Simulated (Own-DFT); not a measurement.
## Calculated data, GaN (wurtzite, atoms displaced)

All values are calculated (Own-DFT development build). A calculation, not a measurement: plane-wave PBE density functional theory by an unreviewed code, no spin, of a simulated periodic cell, stress positive in tension, free energy of the whole cell less one offset for each atom, forces on such cells passed a denser k mesh, this cell's mesh not checked; offsets are fitted by least squares, one for each functional and potential file, so energies compare only between cells with the same atoms and settings and are not formation energies; the far tail of each file's local potential was reset to the Coulomb form; each entry is a single point on an unrelaxed cell, so the pressure reflects the starting lattice, mostly measured values (interpolated for alloys), from which strain is counted, and rises with the displacements; printed positions are rounded, which can move forces by about a meV/angstrom; the program, named Own-DFT, is a retired in-house code; no spin-orbit coupling.

Settings shared by all entries: functional PBE; potential files PseudoDojo norm-conserving, scalar-relativistic, standard set with the stringent files for Ga; wave cutoff 96 hartree; occupations Gaussian; smearing width 0.01 eV; k mesh 3 x 4 x 3 centred on Gamma.

```yaml
- entry: 1
  formula: GaN
  kind: "wurtzite, atoms displaced"
  structure:
    cell_angstrom: [[12.756, 0.0, 0.0], [-4.7835, 8.2853, 0.0], [0.0, 0.0, 10.37]]
    atoms_fractional:
      - [Ga, 0.08219, 0.22058, 0.00048]
      - [Ga, 0.16555, 0.10666, 0.24773]
      - ["N", 0.08359, 0.2215, 0.18951]
      - ["N", 0.1665, 0.1153, 0.44053]
      - [Ga, 0.08514, 0.2204, 0.49917]
      - [Ga, 0.16666, 0.11449, 0.74897]
      - ["N", 0.08573, 0.22523, 0.68617]
      - ["N", 0.16572, 0.11388, 0.93785]
      - [Ga, 0.08128, 0.55486, 0.99883]
      - [Ga, 0.1657, 0.44266, 0.24969]
      - ["N", 0.08145, 0.55422, 0.18794]
      - ["N", 0.16462, 0.4423, 0.43627]
      - [Ga, 0.08303, 0.55386, 0.50151]
      - [Ga, 0.16658, 0.44423, 0.75021]
      - ["N", 0.08042, 0.55183, 0.68788]
      - ["N", 0.16847, 0.44504, 0.94027]
      - [Ga, 0.08265, 0.8914, 0.99675]
      - [Ga, 0.16618, 0.77934, 0.24878]
      - ["N", 0.0823, 0.8867, 0.18822]
      - ["N", 0.16632, 0.77815, 0.43761]
      - [Ga, 0.08259, 0.88764, 0.49987]
      - [Ga, 0.16624, 0.77779, 0.74931]
      - ["N", 0.08503, 0.88737, 0.68903]
      - ["N", 0.16558, 0.77757, 0.9399]
      - [Ga, 0.33374, 0.22099, 9.0e-05]
      - [Ga, 0.41616, 0.11141, 0.25058]
      - ["N", 0.33197, 0.22271, 0.1877]
      - ["N", 0.41773, 0.11356, 0.43833]
      - [Ga, 0.32964, 0.22214, 0.49804]
      - [Ga, 0.41437, 0.10822, 0.74933]
      - ["N", 0.33373, 0.22356, 0.68764]
      - ["N", 0.41822, 0.11143, 0.93941]
      - [Ga, 0.33486, 0.55824, 0.99584]
      - [Ga, 0.41296, 0.44608, 0.25103]
      - ["N", 0.33201, 0.55321, 0.18932]
      - ["N", 0.41515, 0.44087, 0.4389]
      - [Ga, 0.33508, 0.55253, 0.49905]
      - [Ga, 0.41613, 0.44572, 0.74928]
      - ["N", 0.33201, 0.55724, 0.68645]
      - ["N", 0.41711, 0.44785, 0.93818]
      - [Ga, 0.33643, 0.88874, 0.00396]
      - [Ga, 0.41587, 0.77665, 0.24578]
      - ["N", 0.33325, 0.88681, 0.18762]
      - ["N", 0.41662, 0.77831, 0.43793]
      - [Ga, 0.33436, 0.88737, 0.50242]
      - [Ga, 0.41594, 0.77717, 0.75353]
      - ["N", 0.33206, 0.88723, 0.68718]
      - ["N", 0.41945, 0.77727, 0.93986]
      - [Ga, 0.58212, 0.21859, 0.00025]
      - [Ga, 0.66734, 0.10971, 0.25098]
      - ["N", 0.58466, 0.2249, 0.18806]
      - ["N", 0.66878, 0.1117, 0.44081]
      - [Ga, 0.58284, 0.22073, 0.49945]
      - [Ga, 0.66735, 0.11437, 0.75289]
      - ["N", 0.58484, 0.22387, 0.68694]
      - ["N", 0.67041, 0.11563, 0.9373]
      - [Ga, 0.58671, 0.55722, 0.0016]
      - [Ga, 0.66714, 0.44233, 0.24768]
      - ["N", 0.58348, 0.55525, 0.19108]
      - ["N", 0.6674, 0.44194, 0.43758]
      - [Ga, 0.58203, 0.55688, 0.50071]
      - [Ga, 0.66768, 0.44202, 0.7503]
      - ["N", 0.58358, 0.5616, 0.68659]
      - ["N", 0.66621, 0.44228, 0.93989]
      - [Ga, 0.58345, 0.8906, 0.99924]
      - [Ga, 0.66727, 0.78142, 0.25122]
      - ["N", 0.58419, 0.88807, 0.18709]
      - ["N", 0.66188, 0.77213, 0.43754]
      - [Ga, 0.58195, 0.88868, 0.49948]
      - [Ga, 0.66795, 0.77815, 0.75337]
      - ["N", 0.58398, 0.88744, 0.68946]
      - ["N", 0.66357, 0.77452, 0.93804]
      - [Ga, 0.83339, 0.21944, 0.00112]
      - [Ga, 0.91548, 0.10924, 0.24784]
      - ["N", 0.83436, 0.22025, 0.18793]
      - ["N", 0.91466, 0.10813, 0.43987]
      - [Ga, 0.83484, 0.22729, 0.49997]
      - [Ga, 0.91388, 0.11181, 0.74733]
      - ["N", 0.83559, 0.22524, 0.68781]
      - ["N", 0.91734, 0.11423, 0.93764]
      - [Ga, 0.83272, 0.55267, 7.0e-05]
      - [Ga, 0.91846, 0.44691, 0.2504]
      - ["N", 0.83235, 0.55182, 0.18659]
      - ["N", 0.91861, 0.44391, 0.44063]
      - [Ga, 0.83461, 0.55621, 0.50113]
      - [Ga, 0.91717, 0.43991, 0.74757]
      - ["N", 0.83126, 0.55626, 0.68931]
      - ["N", 0.91742, 0.44513, 0.93679]
      - [Ga, 0.83331, 0.88785, 0.99764]
      - [Ga, 0.91813, 0.77908, 0.24801]
      - ["N", 0.83255, 0.88442, 0.18817]
      - ["N", 0.9199, 0.77926, 0.43884]
      - [Ga, 0.83506, 0.88658, 0.49844]
      - [Ga, 0.91618, 0.77639, 0.75162]
      - ["N", 0.83538, 0.88976, 0.69014]
      - ["N", 0.91636, 0.77797, 0.93589]
  results:
    "free_energy_of_cell_above_offsets [eV]": "-10.488"
    "pressure [GPa]": 5.38
    "stress_xx [GPa]": -5.43
    "stress_yy [GPa]": -5.08
    "stress_zz [GPa]": -5.64
    "stress_yz [GPa]": -0.07
    "stress_xz [GPa]": -0.05
    "stress_xy [GPa]": 0.18
    force_element: [Ga, Ga, "N", "N", Ga, Ga, "N", "N", Ga, Ga, "N", "N", Ga, Ga, "N", "N", Ga, Ga, "N", "N", Ga, Ga, "N", "N", Ga, Ga, "N", "N", Ga, Ga, "N", "N", Ga, Ga, "N", "N", Ga, Ga, "N", "N", Ga, Ga, "N", "N", Ga, Ga, "N", "N", Ga, Ga, "N", "N", Ga, Ga, "N", "N", Ga, Ga, "N", "N", Ga, Ga, "N", "N", Ga, Ga, "N", "N", Ga, Ga, "N", "N", Ga, Ga, "N", "N", Ga, Ga, "N", "N", Ga, Ga, "N", "N", Ga, Ga, "N", "N", Ga, Ga, "N", "N", Ga, Ga, "N", "N"]
    "force_x [eV/angstrom]": [-0.015, -0.22, -0.078, 0.494, -1.183, 0.205, -0.513, 0.467, 0.383, -0.219, 0.383, 0.39, 0.356, -0.056, 0.48, -0.435, 0.269, 0.321, 0.029, 0.219, 0.457, 0.1, -0.6, 0.456, -0.268, 0.136, 0.241, -0.319, 0.891, 0.2, 0.027, -0.249, 0.015, 1.065, -0.359, 0.076, -0.872, 0.221, 0.185, 0.519, -0.729, 0.229, -0.193, 0.071, -0.364, 0.296, 0.233, -0.628, 0.168, -0.181, 0.067, -0.247, 0.091, 0.195, -0.348, -0.362, -0.576, -0.368, -0.264, -0.192, 0.581, -0.871, 0.447, 0.012, 0.6, 0.261, -0.404, 0.524, 0.344, -0.105, -0.336, 0.425, 0.001, 0.343, -0.386, 0.138, 0.34, 0.912, -0.56, 0.124, 0.092, -0.134, 0.165, -0.453, -0.289, -0.727, 0.754, -0.155, -0.266, -0.188, -0.12, -0.372, -0.798, 0.228, -0.226, 0.003]
    "force_y [eV/angstrom]": [0.512, 0.551, -0.317, -1.177, 0.416, -0.402, -0.362, -0.242, 0.051, 0.164, 0.301, 0.238, 0.294, 0.069, 0.574, -0.004, -0.218, -0.56, 0.232, -0.027, 0.427, -0.399, 0.376, 0.308, 0.525, 0.163, -0.2, -0.496, -0.179, 0.465, -0.126, -0.404, -0.663, -0.249, 0.473, 0.311, 0.397, 0.153, -0.071, -0.49, -0.135, -0.124, 0.392, -0.288, 0.202, 0.152, 0.022, 0.461, 0.586, 0.286, -0.982, -0.128, 0.296, -0.474, -0.485, -0.641, -0.523, 0.486, 0.07, 0.434, -0.681, 0.484, -0.874, 0.017, 0.119, -0.864, 0.288, 0.98, -0.024, 0.124, 0.487, 0.69, 0.768, -0.067, 0.271, 0.284, -0.898, 0.011, -0.638, -0.597, 0.195, -0.508, 0.57, 0.445, -0.189, 0.891, -0.193, -0.448, 0.106, -0.701, 0.479, -0.433, 0.002, 0.192, -0.082, -0.223]
    "force_z [eV/angstrom]": [0.111, 0.438, -0.223, -0.837, -0.01, -0.016, 0.325, -0.041, 0.14, -0.064, -0.04, 0.365, -0.346, 0.072, 0.181, -0.303, 0.174, 0.194, -0.449, 0.091, 0.247, 0.318, -0.058, -0.175, -0.179, -0.034, 0.156, 0.097, 0.385, -0.066, 0.086, -0.258, 0.847, -0.18, -0.585, -0.168, -0.104, 0.045, 0.33, 0.005, -0.832, 0.771, 0.37, -0.321, -0.738, -0.753, 0.573, -0.064, 0.127, 0.065, -0.013, -0.403, -0.079, -0.883, 0.339, 0.409, 0.205, 0.584, -0.213, 0.096, -0.244, -0.034, 0.479, -0.251, 0.009, -0.11, -0.028, 0.122, 0.361, -0.691, 0.166, 0.404, -0.054, 0.579, 0.2, -0.301, -0.029, 0.126, -0.108, -0.14, -0.277, 0.103, 0.288, -0.477, -0.15, 0.523, -0.084, 0.013, 0.127, 0.289, -0.275, -0.409, 0.334, -0.531, -0.308, 0.672]
- entry: 2
  formula: GaN
  kind: "wurtzite, atoms displaced"
  structure:
    cell_angstrom: [[12.756, 0.0, 0.0], [-4.7835, 8.2853, 0.0], [0.0, 0.0, 10.37]]
    atoms_fractional:
      - [Ga, 0.07972, 0.2216, 0.001]
      - [Ga, 0.16497, 0.10971, 0.25206]
      - ["N", 0.08429, 0.22238, 0.18554]
      - ["N", 0.1629, 0.10855, 0.43512]
      - [Ga, 0.08335, 0.22154, 0.50133]
      - [Ga, 0.16603, 0.10762, 0.75298]
      - ["N", 0.08188, 0.22116, 0.68619]
      - ["N", 0.16496, 0.10779, 0.93976]
      - [Ga, 0.08364, 0.55705, 0.00231]
      - [Ga, 0.16797, 0.44237, 0.2457]
      - ["N", 0.08434, 0.55539, 0.18988]
      - ["N", 0.1645, 0.43886, 0.44069]
      - [Ga, 0.08354, 0.55419, 0.49984]
      - [Ga, 0.16904, 0.44803, 0.74811]
      - ["N", 0.08475, 0.55732, 0.68905]
      - ["N", 0.16905, 0.44115, 0.93622]
      - [Ga, 0.08418, 0.88944, 0.99862]
      - [Ga, 0.17019, 0.78014, 0.25299]
      - ["N", 0.08328, 0.88581, 0.1879]
      - ["N", 0.16652, 0.77738, 0.43937]
      - [Ga, 0.08202, 0.8886, 0.50088]
      - [Ga, 0.16532, 0.77953, 0.74994]
      - ["N", 0.08397, 0.89402, 0.69004]
      - ["N", 0.16733, 0.77911, 0.94036]
      - [Ga, 0.33279, 0.22329, 0.99569]
      - [Ga, 0.41957, 0.10858, 0.24892]
      - ["N", 0.33622, 0.22577, 0.18786]
      - ["N", 0.41073, 0.10978, 0.44119]
      - [Ga, 0.332, 0.22213, 0.5006]
      - [Ga, 0.41556, 0.11298, 0.74801]
      - ["N", 0.33199, 0.2209, 0.68859]
      - ["N", 0.41845, 0.10995, 0.94067]
      - [Ga, 0.33109, 0.5566, 0.99829]
      - [Ga, 0.41394, 0.44275, 0.25051]
      - ["N", 0.32878, 0.55349, 0.18581]
      - ["N", 0.4161, 0.44313, 0.43871]
      - [Ga, 0.33328, 0.55601, 0.50306]
      - [Ga, 0.41745, 0.44639, 0.74835]
      - ["N", 0.33506, 0.5567, 0.68612]
      - ["N", 0.4177, 0.44508, 0.93799]
      - [Ga, 0.33601, 0.88933, 0.9998]
      - [Ga, 0.41629, 0.77559, 0.25029]
      - ["N", 0.33399, 0.88699, 0.18867]
      - ["N", 0.41552, 0.77477, 0.44056]
      - [Ga, 0.33352, 0.89128, 0.49928]
      - [Ga, 0.41884, 0.78102, 0.75193]
      - ["N", 0.33251, 0.89009, 0.69051]
      - ["N", 0.41725, 0.7834, 0.93436]
      - [Ga, 0.58261, 0.22248, 0.99776]
      - [Ga, 0.66806, 0.10988, 0.24833]
      - ["N", 0.58407, 0.2269, 0.18815]
      - ["N", 0.66492, 0.1132, 0.43883]
      - [Ga, 0.58619, 0.22574, 0.49957]
      - [Ga, 0.66304, 0.11134, 0.74672]
      - ["N", 0.58416, 0.22255, 0.68857]
      - ["N", 0.66643, 0.11139, 0.93846]
      - [Ga, 0.58396, 0.55559, 0.99875]
      - [Ga, 0.66514, 0.44278, 0.25041]
      - ["N", 0.5819, 0.55236, 0.18847]
      - ["N", 0.66664, 0.44271, 0.44258]
      - [Ga, 0.58385, 0.55211, 0.5]
      - [Ga, 0.66565, 0.44549, 0.75166]
      - ["N", 0.5814, 0.55515, 0.68929]
      - ["N", 0.66457, 0.44334, 0.94181]
      - [Ga, 0.58355, 0.89085, 0.00043]
      - [Ga, 0.66393, 0.77493, 0.24773]
      - ["N", 0.58277, 0.88735, 0.18767]
      - ["N", 0.6665, 0.78043, 0.437]
      - [Ga, 0.58182, 0.88377, 0.50029]
      - [Ga, 0.66461, 0.77771, 0.74942]
      - ["N", 0.58322, 0.88764, 0.68798]
      - ["N", 0.66687, 0.78021, 0.93851]
      - [Ga, 0.83295, 0.22406, 0.00182]
      - [Ga, 0.91705, 0.10933, 0.25111]
      - ["N", 0.82906, 0.21901, 0.18714]
      - ["N", 0.91482, 0.10785, 0.43998]
      - [Ga, 0.83811, 0.22639, 0.49846]
      - [Ga, 0.91862, 0.11302, 0.75004]
      - ["N", 0.83192, 0.22292, 0.69195]
      - ["N", 0.91814, 0.11564, 0.93719]
      - [Ga, 0.83321, 0.54902, 0.99833]
      - [Ga, 0.9159, 0.44403, 0.25076]
      - ["N", 0.8312, 0.55414, 0.1915]
      - ["N", 0.91132, 0.44239, 0.43669]
      - [Ga, 0.83372, 0.55672, 0.49987]
      - [Ga, 0.91665, 0.44103, 0.74989]
      - ["N", 0.83175, 0.55515, 0.68739]
      - ["N", 0.91628, 0.44631, 0.93794]
      - [Ga, 0.83738, 0.88861, 0.99741]
      - [Ga, 0.91921, 0.78079, 0.24967]
      - ["N", 0.83354, 0.88945, 0.18896]
      - ["N", 0.91525, 0.77478, 0.43782]
      - [Ga, 0.832, 0.88425, 0.50069]
      - [Ga, 0.91543, 0.77351, 0.75191]
      - ["N", 0.83756, 0.89064, 0.6881]
      - ["N", 0.91555, 0.77909, 0.93717]
  results:
    "free_energy_of_cell_above_offsets [eV]": "-10.287"
    "pressure [GPa]": 5.45
    "stress_xx [GPa]": -5.19
    "stress_yy [GPa]": -5.56
    "stress_zz [GPa]": -5.6
    "stress_yz [GPa]": -0.01
    "stress_xz [GPa]": 0.33
    "stress_xy [GPa]": 0.27
    force_element: [Ga, Ga, "N", "N", Ga, Ga, "N", "N", Ga, Ga, "N", "N", Ga, Ga, "N", "N", Ga, Ga, "N", "N", Ga, Ga, "N", "N", Ga, Ga, "N", "N", Ga, Ga, "N", "N", Ga, Ga, "N", "N", Ga, Ga, "N", "N", Ga, Ga, "N", "N", Ga, Ga, "N", "N", Ga, Ga, "N", "N", Ga, Ga, "N", "N", Ga, Ga, "N", "N", Ga, Ga, "N", "N", Ga, Ga, "N", "N", Ga, Ga, "N", "N", Ga, Ga, "N", "N", Ga, Ga, "N", "N", Ga, Ga, "N", "N", Ga, Ga, "N", "N", Ga, Ga, "N", "N", Ga, Ga, "N", "N"]
    "force_x [eV/angstrom]": [0.809, 0.661, -0.328, 0.346, -0.198, -0.485, 0.564, -0.172, 0.313, -0.732, -0.203, 0.065, -0.252, 0.05, -0.337, -1.024, -0.123, -0.427, 0.133, -0.123, 0.035, 0.279, 0.074, 0.16, 0.251, -0.831, -0.31, 1.197, -0.46, 0.436, -0.213, -0.695, 0.768, 0.235, 0.963, -0.114, -0.034, -0.264, -0.173, -0.351, -0.707, 0.023, 0.15, -0.243, 0.17, -0.413, 0.184, 0.556, 0.231, -0.926, 0.53, 0.714, -0.633, 0.812, -0.711, -0.016, -0.32, 0.038, -0.278, -0.126, -0.485, 0.135, 0.449, 0.504, 0.139, 0.497, -0.285, 0.359, -0.233, 0.775, -0.161, 0.251, 0.021, -0.278, 1.057, 0.205, -0.822, -0.36, 0.271, -0.289, -0.943, -0.042, 0.317, 1.052, -0.161, -0.273, 0.379, 0.772, -1.168, -0.304, 0.037, 0.148, -0.13, -0.073, -0.753, 0.863]
    "force_y [eV/angstrom]": [0.003, 0.119, -0.311, 0.127, -0.437, 0.914, 0.396, 0.541, -0.127, -0.105, -0.061, 0.72, -0.082, -0.589, -0.081, 0.386, -0.339, -0.34, 0.377, -0.101, -0.02, 0.012, -1.07, -0.212, -0.16, 0.534, -0.917, 0.33, -0.069, -0.228, 0.365, 0.195, 0.169, 0.179, 0.507, 0.221, -0.385, -0.401, 0.244, 0.251, 0.125, -0.085, 0.128, 0.313, -0.382, -0.201, -0.126, -0.817, -0.11, 0.034, -0.915, -0.545, -0.819, -0.191, 0.306, 0.165, 0.29, 0.371, 0.327, 0.477, 0.506, -0.125, 0.133, 0.221, -0.089, 0.054, -0.002, -0.822, 0.895, 0.286, 0.255, -0.154, -0.349, 0.214, 0.517, 0.199, -0.886, -0.192, -0.33, -0.496, 0.999, -0.016, 0.253, 0.516, -0.204, 0.533, -0.202, -0.318, 0.443, -0.579, -0.175, 0.34, 0.386, 0.479, -0.402, -0.788]
    "force_z [eV/angstrom]": [-0.434, -0.937, 0.519, 0.794, -0.198, -0.185, 0.612, -0.085, -0.346, 0.974, 0.051, -0.657, -0.169, 0.026, -0.117, 0.092, 0.416, -0.381, 0.032, 0.181, -0.021, 0.175, -0.326, -0.277, 0.79, 0.251, -0.108, -0.565, -0.181, 0.407, 0.092, -0.621, -0.141, -0.178, 0.102, 0.108, -0.711, 0.325, 0.761, -0.235, 0.081, 0.19, -0.03, -0.417, 0.502, -0.83, -0.339, 0.882, 0.497, 0.511, -0.083, -0.09, 0.139, 0.546, -0.058, -0.208, 0.366, 0.287, 0.018, -0.713, -0.094, -0.027, -0.219, -0.689, -0.223, 0.114, 0.068, 0.073, -0.147, 0.151, -0.056, -0.002, -0.525, -0.078, 0.297, -0.249, 0.503, -0.156, -0.718, 0.217, 0.762, -0.321, -0.585, 0.319, 0.093, -0.108, 0.341, 0.009, 0.444, -0.098, -0.313, 0.051, -0.012, -0.43, 0.228, 0.285]
```
